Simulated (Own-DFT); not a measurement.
Simulation results for AlGa3N4 (wurtzite random alloy, strained, atoms displaced)

Computed with Own-DFT development build. A calculation, not a measurement: plane-wave PBE density functional theory by an unreviewed code, no spin, of a simulated periodic cell, stress positive in tension, free energy of the whole cell less one offset for each atom, forces on such cells passed a denser k mesh, this cell's mesh not checked; offsets are fitted by least squares, one for each functional and potential file, so energies compare only between cells with the same atoms and settings and are not formation energies; the far tail of each file's local potential was reset to the Coulomb form; each entry is a single point on an unrelaxed cell, so the pressure reflects the starting lattice, mostly measured values, from which strain is counted, and rises with the displacements; printed positions are rounded, which can move forces by about a meV/angstrom; the program is a retired in-house code; no spin-orbit coupling.

Common to all runs: functional PBE; potential files PseudoDojo norm-conserving, scalar-relativistic, standard set with the stringent files for Ga; wave cutoff 96 hartree; occupations Gaussian; smearing width 0.01 eV; k mesh 4 x 4 x 3 centred on Gamma.

(1) 
```cif
# cell vector a (Å): 9.2477 0.0000 0.0000
# cell vector b (Å): -4.6239 8.0088 0.0000
# cell vector c (Å): 0.0000 0.0000 10.2685
data_AlGa3N4
_symmetry_space_group_name_H-M 'P 1'
_symmetry_Int_Tables_number 1
_cell_length_a 9.2477
_cell_length_b 9.2478
_cell_length_c 10.2685
_cell_angle_alpha 90.000
_cell_angle_beta 90.000
_cell_angle_gamma 120.000
_cell_volume 760.52
loop_
_atom_site_label
_atom_site_type_symbol
_atom_site_fract_x
_atom_site_fract_y
_atom_site_fract_z
_atom_site_occupancy
Ga1 Ga 0.10107 0.22181 0.99512 1
Ga2 Ga 0.22617 0.10749 0.25457 1
N1 N 0.10534 0.21885 0.18907 1
N2 N 0.21868 0.09783 0.44185 1
Al1 Al 0.11445 0.22263 0.50151 1
Ga3 Ga 0.22402 0.11887 0.75326 1
N3 N 0.11236 0.21780 0.68540 1
N4 N 0.22657 0.11564 0.93712 1
Ga4 Ga 0.10772 0.55658 0.00096 1
Ga5 Ga 0.21467 0.43851 0.24347 1
N5 N 0.10128 0.55016 0.18446 1
N6 N 0.21941 0.44782 0.43784 1
Ga6 Ga 0.10341 0.54888 0.50883 1
Ga7 Ga 0.22829 0.43992 0.74364 1
N7 N 0.11344 0.55608 0.69413 1
N8 N 0.21381 0.44806 0.94385 1
Ga8 Ga 0.10285 0.87765 0.00465 1
Ga9 Ga 0.21934 0.78017 0.24236 1
N9 N 0.10337 0.88647 0.19013 1
N10 N 0.22090 0.78715 0.44107 1
Ga10 Ga 0.11129 0.89301 0.50814 1
Al2 Al 0.22971 0.78241 0.74625 1
N11 N 0.10149 0.89302 0.69367 1
N12 N 0.23288 0.78199 0.93581 1
Ga11 Ga 0.44915 0.21495 0.00607 1
Al3 Al 0.54189 0.11188 0.25223 1
N13 N 0.44373 0.23319 0.19214 1
N14 N 0.56527 0.11113 0.44134 1
Ga12 Ga 0.44891 0.21714 0.50074 1
Al4 Al 0.54469 0.09400 0.75043 1
N15 N 0.45678 0.22941 0.68185 1
N16 N 0.55960 0.12164 0.93543 1
Al5 Al 0.44761 0.55824 0.00010 1
Ga13 Ga 0.55663 0.44129 0.24972 1
N17 N 0.44085 0.55932 0.18705 1
N18 N 0.55887 0.44765 0.44302 1
Ga14 Ga 0.45713 0.56698 0.49165 1
Ga15 Ga 0.55018 0.43771 0.75250 1
N19 N 0.45124 0.56051 0.69519 1
N20 N 0.55905 0.44103 0.92570 1
Ga16 Ga 0.45127 0.89154 0.00011 1
Ga17 Ga 0.56340 0.77520 0.24700 1
N21 N 0.44131 0.88158 0.19110 1
N22 N 0.55678 0.77726 0.43416 1
Ga18 Ga 0.44108 0.89550 0.50087 1
Ga19 Ga 0.55072 0.77332 0.75472 1
N23 N 0.45427 0.89465 0.68883 1
N24 N 0.55948 0.77788 0.94354 1
Ga20 Ga 0.78283 0.21448 0.00669 1
Ga21 Ga 0.89065 0.12393 0.24370 1
N25 N 0.77485 0.20937 0.18348 1
N26 N 0.89123 0.11542 0.44024 1
Al6 Al 0.76960 0.20572 0.50134 1
Ga22 Ga 0.88185 0.11379 0.74219 1
N27 N 0.77056 0.22566 0.68636 1
N28 N 0.89169 0.11703 0.93692 1
Ga23 Ga 0.76433 0.53741 0.99752 1
Ga24 Ga 0.88628 0.44947 0.25411 1
N29 N 0.77432 0.55399 0.19059 1
N30 N 0.88485 0.43607 0.43685 1
Ga25 Ga 0.77884 0.55526 0.50283 1
Al7 Al 0.88824 0.44600 0.75779 1
N31 N 0.77831 0.56577 0.69060 1
N32 N 0.88704 0.44555 0.94146 1
Ga26 Ga 0.78241 0.89227 0.00731 1
Ga27 Ga 0.88153 0.77040 0.24456 1
N33 N 0.77538 0.88460 0.18950 1
N34 N 0.87949 0.77471 0.44624 1
Al8 Al 0.77586 0.88672 0.50274 1
Al9 Al 0.88824 0.77410 0.74991 1
N35 N 0.76857 0.88234 0.68849 1
N36 N 0.89194 0.78479 0.94261 1
_calc_free_energy_of_cell_above_offsets '-4.991'  # eV
_calc_pressure 20.1  # GPa
_calc_stress_xx -24.64  # GPa
_calc_stress_yy -23.32  # GPa
_calc_stress_zz -12.33  # GPa
_calc_stress_yz -1.22  # GPa
_calc_stress_xz -0.02  # GPa
_calc_stress_xy -0.23  # GPa
```

Force:
```csv
element,x (eV/Å),y (eV/Å),z (eV/Å)
Ga,3.009,0.811,1.143
Ga,-2.249,0.005,0.139
N,1.824,-0.418,-0.89
N,-0.587,3.793,-0.834
Al,-0.148,0.133,-0.852
Ga,1.607,-0.914,0.102
N,-1.297,0.59,-1.044
N,-0.224,-0.461,1.119
Ga,-0.27,0.903,-0.224
Ga,0.159,1.181,1.31
N,0.234,0.82,0.572
N,1.233,-1.113,0.083
Ga,0.152,1.052,-0.991
Ga,-1.133,0.605,1.487
N,-0.945,0.38,0.413
N,3.088,-0.112,-1.26
Ga,1.382,1.8,-0.958
Ga,0.429,-1.308,1.837
N,0.557,0.509,-0.442
N,0.468,-1.77,-0.575
Ga,-1.253,-2.38,0.387
Al,-1.231,-0.241,0.703
N,2.466,-0.698,0.331
N,-1.156,-0.115,-0.938
Ga,-2.548,1.281,-0.688
Al,2.625,-0.934,0.054
N,1.432,-2.997,-0.712
N,-1.577,0.162,-2.608
Ga,-0.937,1.004,-0.106
Al,0.106,4.678,0.766
N,-0.305,-2.796,1.12
N,1.905,-1.947,-0.937
Al,-0.52,-1.121,-0.204
Ga,-1.559,2.59,1.807
N,1.054,-1.547,-1.264
N,0.037,-1.511,-1.418
Ga,-1.652,-2.014,1.758
Ga,0.964,1.283,-2.017
N,-0.437,-1.156,-1.901
N,-2.721,-0.246,3.786
Ga,-0.329,0.324,0.721
Ga,-2.032,0.281,1.225
N,-0.209,2.393,-0.3
N,-0.072,2.549,0.331
Ga,1.2,-1.947,-0.346
Ga,0.818,0.777,0.707
N,-1.839,-2.144,-0.482
N,0.081,-0.471,-0.342
Ga,-1.985,1.512,-1.53
Ga,1.885,-3.127,3.074
N,-4.804,1.931,1.244
N,0.755,-1.074,0.291
Al,1.272,2.844,0.679
Ga,0.711,-0.743,0.706
N,-0.317,0.186,0.053
N,-0.552,-2.142,-1.655
Ga,0.454,2.83,0.859
Ga,0.726,-1.484,-0.052
N,-0.036,-0.869,-1.576
N,-0.437,-0.753,0.902
Ga,0.579,-0.318,0.699
Al,-0.52,0.073,-0.987
N,1.647,-1.84,0.441
N,0.647,-1.055,-1.231
Ga,-0.129,0.033,-1.054
Ga,0.035,1.215,2.447
N,0.812,1.843,-0.208
N,0.689,0.913,-1.553
Al,-0.376,0.625,-0.151
Al,-1.418,1.352,1.195
N,1.332,0.685,-0.45
N,-0.571,-2.184,-1.714
```

(2) 
```cif
# cell vector a (Å): 9.2477 0.0000 0.0000
# cell vector b (Å): -4.6239 8.0088 0.0000
# cell vector c (Å): 0.0000 0.0000 10.2685
data_AlGa3N4
_symmetry_space_group_name_H-M 'P 1'
_symmetry_Int_Tables_number 1
_cell_length_a 9.2477
_cell_length_b 9.2478
_cell_length_c 10.2685
_cell_angle_alpha 90.000
_cell_angle_beta 90.000
_cell_angle_gamma 120.000
_cell_volume 760.52
loop_
_atom_site_label
_atom_site_type_symbol
_atom_site_fract_x
_atom_site_fract_y
_atom_site_fract_z
_atom_site_occupancy
Ga1 Ga 0.12036 0.23322 0.00161 1
Ga2 Ga 0.21114 0.10914 0.25037 1
N1 N 0.11385 0.22965 0.19306 1
N2 N 0.21709 0.10637 0.43957 1
Al1 Al 0.09675 0.21450 0.49578 1
Ga3 Ga 0.20716 0.09594 0.75845 1
N3 N 0.11841 0.22184 0.69299 1
N4 N 0.21359 0.09955 0.94178 1
Ga4 Ga 0.11079 0.55579 0.00382 1
Ga5 Ga 0.21515 0.44570 0.25107 1
N5 N 0.11319 0.56076 0.18909 1
N6 N 0.22659 0.44495 0.44058 1
Ga6 Ga 0.13015 0.56418 0.50342 1
Ga7 Ga 0.21457 0.44105 0.73947 1
N7 N 0.11029 0.55830 0.68993 1
N8 N 0.21680 0.43918 0.94420 1
Ga8 Ga 0.11109 0.89146 0.01200 1
Al2 Al 0.21613 0.78496 0.24966 1
N9 N 0.11482 0.88248 0.18839 1
N10 N 0.21953 0.77416 0.43792 1
Al3 Al 0.11916 0.89991 0.49857 1
Al4 Al 0.21023 0.77985 0.75065 1
N11 N 0.11502 0.89474 0.69741 1
N12 N 0.22663 0.78668 0.93683 1
Ga9 Ga 0.45893 0.22889 0.99304 1
Ga10 Ga 0.56045 0.11886 0.25652 1
N13 N 0.44777 0.22414 0.18963 1
N14 N 0.53995 0.10776 0.44117 1
Al5 Al 0.44784 0.21661 0.50081 1
Al6 Al 0.55686 0.11802 0.74498 1
N15 N 0.43918 0.22394 0.67932 1
N16 N 0.54930 0.10500 0.92981 1
Al7 Al 0.43487 0.56234 0.00415 1
Ga11 Ga 0.54653 0.43126 0.24962 1
N17 N 0.43314 0.55108 0.18430 1
N18 N 0.55671 0.44833 0.43858 1
Ga12 Ga 0.43760 0.54975 0.49564 1
Ga13 Ga 0.55643 0.45027 0.75435 1
N19 N 0.46099 0.57072 0.69056 1
N20 N 0.55347 0.43702 0.94363 1
Ga14 Ga 0.44805 0.88837 0.99854 1
Ga15 Ga 0.55332 0.78607 0.25281 1
N21 N 0.43309 0.88654 0.19117 1
N22 N 0.55476 0.77261 0.43728 1
Ga16 Ga 0.44221 0.88625 0.50250 1
Ga17 Ga 0.55127 0.78017 0.74600 1
N23 N 0.45184 0.89701 0.68497 1
N24 N 0.55445 0.77364 0.93494 1
Ga18 Ga 0.78514 0.23161 0.00439 1
Ga19 Ga 0.89736 0.11442 0.25302 1
N25 N 0.78693 0.21867 0.18901 1
N26 N 0.89860 0.11223 0.44169 1
Ga20 Ga 0.78549 0.22357 0.50031 1
Ga21 Ga 0.89213 0.11399 0.75370 1
N27 N 0.76897 0.22535 0.69405 1
N28 N 0.88021 0.11886 0.93935 1
Ga22 Ga 0.77413 0.54179 0.98818 1
Ga23 Ga 0.88845 0.44176 0.25282 1
N29 N 0.77539 0.54902 0.18757 1
N30 N 0.89042 0.44991 0.44097 1
Ga24 Ga 0.77104 0.56067 0.48964 1
Al8 Al 0.88893 0.43471 0.74848 1
N31 N 0.76587 0.55486 0.69348 1
N32 N 0.88336 0.43222 0.93388 1
Ga25 Ga 0.77748 0.89073 0.98772 1
Ga26 Ga 0.88825 0.77985 0.25219 1
N33 N 0.77976 0.89092 0.19716 1
N34 N 0.88504 0.77997 0.44433 1
Ga27 Ga 0.77810 0.88765 0.49735 1
Al9 Al 0.88823 0.76301 0.75953 1
N35 N 0.77483 0.89142 0.68100 1
N36 N 0.88325 0.77455 0.92997 1
_calc_free_energy_of_cell_above_offsets '-3.758'  # eV
_calc_pressure 21.01  # GPa
_calc_stress_xx -23.01  # GPa
_calc_stress_yy -27.65  # GPa
_calc_stress_zz -12.37  # GPa
_calc_stress_yz 0.38  # GPa
_calc_stress_xz -0.13  # GPa
_calc_stress_xy 2.12  # GPa
```

Force:
```csv
element,x (eV/Å),y (eV/Å),z (eV/Å)
Ga,-0.427,-3.325,0.611
Ga,2.188,0.181,0.3
N,0.263,-0.861,-1.219
N,-0.087,1.878,-0.093
Al,4.684,2.304,2.293
Ga,1.602,3.741,0.402
N,-1.637,-0.366,-2.309
N,0.103,2.455,0.49
Ga,-0.456,0.801,-0.594
Ga,0.853,1.135,0.657
N,-0.948,0.81,0.271
N,-1.661,-2.66,-0.481
Ga,-2.531,-1.167,0.02
Ga,2.263,1.336,1.937
N,-1.063,0.522,0.253
N,0.556,2.937,-2.074
Ga,-0.155,-1.517,-2.071
Al,2.947,-2.142,1.418
N,-2.753,1.449,0.946
N,-1.239,1.91,-0.97
Al,-0.556,-2.712,1.366
Al,2.996,0.12,0.684
N,-1.321,-4.015,-3.201
N,-0.638,-1.666,-0.714
Ga,-1.731,-3.316,1.817
Ga,0.126,-1.206,-0.769
N,-0.867,-2.499,-1.311
N,3.412,0.012,-0.723
Al,-3.109,2.231,0.559
Al,-1.56,-0.939,0.426
N,0.48,-0.532,1.381
N,1.346,0.823,-0.192
Al,1.783,-1.133,-0.358
Ga,-0.464,3.372,0.308
N,1.104,0.918,0.163
N,-0.841,-2.748,-0.725
Ga,2.131,1.113,1.788
Ga,-1.103,-1.977,0.088
N,-2.41,-3.072,-1.414
N,-2.639,3.077,-1.17
Ga,-0.477,0.338,0.724
Ga,0.32,-1.401,-0.471
N,0.306,0.959,-0.419
N,-0.751,0.832,-0.052
Ga,0.517,-0.097,-0.244
Ga,0.775,1.658,0.761
N,-2.603,-0.204,0.947
N,-0.395,-0.495,0.32
Ga,-1.895,-2.73,0.719
Ga,-0.564,-1.024,0.129
N,-1.684,0.38,0.359
N,-3.097,-0.775,-1.292
Ga,-1.696,0.148,0.723
Ga,-0.796,-0.697,-0.559
N,1.925,-0.309,-1.567
N,2.975,-1.085,-0.268
Ga,-0.363,2.104,2.13
Ga,-0.051,0.593,0.245
N,-0.274,0.659,-0.62
N,0.93,-0.363,0.068
Ga,1.656,-0.62,2.493
Al,-1.607,1.952,-0.068
N,4.004,0.207,-0.998
N,1.051,2.884,-1.601
Ga,0.061,0.185,1.826
Ga,0.2,-1.531,0.139
N,-0.345,0.137,-1.917
N,3.023,1.144,-1.296
Ga,-1.257,0.075,1.166
Al,-1.308,1.97,-3.203
N,1.746,-0.035,1.844
N,1.03,-0.128,2.189
```

(3) 
```cif
# cell vector a (Å): 9.2477 0.0000 0.0000
# cell vector b (Å): -4.6239 8.0088 0.0000
# cell vector c (Å): 0.0000 0.0000 10.2685
data_AlGa3N4
_symmetry_space_group_name_H-M 'P 1'
_symmetry_Int_Tables_number 1
_cell_length_a 9.2477
_cell_length_b 9.2478
_cell_length_c 10.2685
_cell_angle_alpha 90.000
_cell_angle_beta 90.000
_cell_angle_gamma 120.000
_cell_volume 760.52
loop_
_atom_site_label
_atom_site_type_symbol
_atom_site_fract_x
_atom_site_fract_y
_atom_site_fract_z
_atom_site_occupancy
Al1 Al 0.11678 0.22427 0.01077 1
Al2 Al 0.22064 0.11460 0.25137 1
N1 N 0.11699 0.22379 0.19393 1
N2 N 0.22955 0.11278 0.45571 1
Ga1 Ga 0.11659 0.21415 0.49608 1
Ga2 Ga 0.21957 0.10992 0.74818 1
N3 N 0.11483 0.22428 0.69613 1
N4 N 0.21124 0.10131 0.93761 1
Ga3 Ga 0.11271 0.55650 0.00457 1
Al3 Al 0.23502 0.45677 0.24877 1
N5 N 0.11714 0.56740 0.19310 1
N6 N 0.22536 0.43158 0.43595 1
Ga4 Ga 0.10469 0.56133 0.50312 1
Ga5 Ga 0.23273 0.44693 0.74626 1
N7 N 0.11936 0.56279 0.69480 1
N8 N 0.22307 0.44416 0.93296 1
Ga6 Ga 0.11202 0.89287 0.00358 1
Ga7 Ga 0.21466 0.77347 0.25546 1
N9 N 0.10428 0.88252 0.17606 1
N10 N 0.21520 0.76713 0.43732 1
Ga8 Ga 0.11677 0.89539 0.50644 1
Al4 Al 0.21922 0.78090 0.75346 1
N11 N 0.10006 0.87813 0.68545 1
N12 N 0.21300 0.77440 0.93819 1
Ga9 Ga 0.44713 0.22526 0.99609 1
Ga10 Ga 0.56308 0.11196 0.25178 1
N13 N 0.42990 0.21220 0.19026 1
N14 N 0.56563 0.11557 0.43785 1
Ga11 Ga 0.44663 0.22377 0.50175 1
Ga12 Ga 0.55870 0.11571 0.74879 1
N15 N 0.44066 0.21632 0.68866 1
N16 N 0.56082 0.10792 0.93935 1
Ga13 Ga 0.44020 0.54600 0.99857 1
Al5 Al 0.56134 0.45384 0.24300 1
N17 N 0.44016 0.55324 0.19622 1
N18 N 0.56026 0.43842 0.43828 1
Ga14 Ga 0.45712 0.56328 0.50742 1
Ga15 Ga 0.56663 0.44425 0.75044 1
N19 N 0.43638 0.54953 0.69172 1
N20 N 0.55661 0.43508 0.94265 1
Ga16 Ga 0.43929 0.88696 0.00270 1
Ga17 Ga 0.54895 0.76833 0.24388 1
N21 N 0.43544 0.88439 0.18798 1
N22 N 0.55378 0.77655 0.43702 1
Ga18 Ga 0.43529 0.87609 0.48846 1
Ga19 Ga 0.54989 0.78283 0.75324 1
N23 N 0.44580 0.89944 0.69294 1
N24 N 0.55537 0.78994 0.94477 1
Ga20 Ga 0.77571 0.21230 0.00781 1
Al6 Al 0.88634 0.11088 0.24006 1
N25 N 0.76158 0.21077 0.18248 1
N26 N 0.89208 0.11457 0.43830 1
Ga21 Ga 0.77704 0.21309 0.49179 1
Ga22 Ga 0.88533 0.10662 0.75038 1
N27 N 0.77063 0.22137 0.69192 1
N28 N 0.88238 0.10209 0.94193 1
Al7 Al 0.78086 0.55307 0.99844 1
Ga23 Ga 0.88254 0.45271 0.25657 1
N29 N 0.77944 0.55525 0.18628 1
N30 N 0.88875 0.44612 0.43797 1
Ga24 Ga 0.77466 0.55951 0.50561 1
Al8 Al 0.88750 0.45305 0.75144 1
N31 N 0.77088 0.55941 0.68048 1
N32 N 0.89147 0.44553 0.93256 1
Al9 Al 0.78721 0.89414 0.00356 1
Ga25 Ga 0.88729 0.77476 0.24481 1
N33 N 0.78798 0.89890 0.18797 1
N34 N 0.88469 0.77108 0.42869 1
Ga26 Ga 0.77244 0.88809 0.49948 1
Ga27 Ga 0.88688 0.76920 0.76139 1
N35 N 0.77546 0.89023 0.68543 1
N36 N 0.88209 0.76801 0.93547 1
_calc_free_energy_of_cell_above_offsets '-3.800'  # eV
_calc_pressure 20.68  # GPa
_calc_stress_xx -23.67  # GPa
_calc_stress_yy -24.54  # GPa
_calc_stress_zz -13.84  # GPa
_calc_stress_yz 1.37  # GPa
_calc_stress_xz 1.25  # GPa
_calc_stress_xy -1.6  # GPa
```

Force:
```csv
element,x (eV/Å),y (eV/Å),z (eV/Å)
Al,-0.698,-0.45,-1.914
Al,0.511,-1.748,0.781
N,-1.542,0.908,-0.701
N,0.504,-1.521,-4.107
Ga,-2.691,1.532,1.961
Ga,0.117,-0.812,0.799
N,-1.134,-0.638,-1.661
N,0.05,2.702,-0.167
Ga,-0.193,-0.232,-0.428
Al,-2.837,-2.34,2.042
N,0.46,-4.043,-0.842
N,-0.657,2.633,-0.52
Ga,2.05,-3.04,1.202
Ga,-3.614,-1.543,1.171
N,-1.752,-0.311,-0.622
N,-0.156,-1.293,1.792
Ga,0.068,-1.502,-1.769
Ga,-0.262,2.518,-0.588
N,0.285,1.721,4.089
N,-0.791,2.403,-0.244
Ga,-0.862,-2.211,-0.973
Al,0.862,0.196,0.058
N,0.987,0.502,1.35
N,0.688,0.558,-1.049
Ga,-0.004,-3.617,1.371
Ga,-3.75,-1.606,0.659
N,1.282,2.206,-0.05
N,-2.303,-2.033,-0.562
Ga,1.81,0.023,0.515
Ga,-0.453,-0.374,1.396
N,-0.157,1.261,0.081
N,-1.635,0.434,-0.343
Ga,0.099,1.918,0.066
Al,-0.095,-2.526,1.597
N,2.202,-0.797,-2.317
N,-1.123,1.349,-1.824
Ga,-0.93,-2.224,-0.865
Ga,-2.819,-1.269,0.623
N,4.056,2.487,-0.612
N,0.396,3.139,-0.969
Ga,-1.331,0.51,0.095
Ga,0.277,3.024,0.723
N,0.713,0.232,0.819
N,0.482,-0.262,-1.156
Ga,0.059,2.362,2.249
Ga,0.636,-0.26,0.384
N,-1.299,-2.426,-1.574
N,2.946,-2.167,-0.291
Ga,-0.291,1.366,-2.645
Al,0.343,1.394,1.96
N,3.843,2.655,1.679
N,1.238,-1.304,-2.254
Ga,0.258,2.28,2.689
Ga,-0.07,1.397,0.455
N,2.079,2.451,-1.192
N,2.155,1.424,0.252
Al,0.261,-0.508,0.425
Ga,2.476,-1.612,-0.358
N,-2.042,-0.332,-2.06
N,-0.577,-0.539,0.499
Ga,1.029,-0.372,-2.145
Al,1.492,-1.321,-0.79
N,2.544,-0.255,2.144
N,-0.889,-0.314,0.754
Al,-1.109,-1.739,-0.362
Ga,0.017,0.95,0.711
N,-1.098,-1.51,-0.99
N,0.256,1.559,1.086
Ga,1.356,0.423,-0.129
Ga,-1.27,1.491,-2.483
N,0.434,-1.378,0.436
N,-0.885,0.422,2.643
```
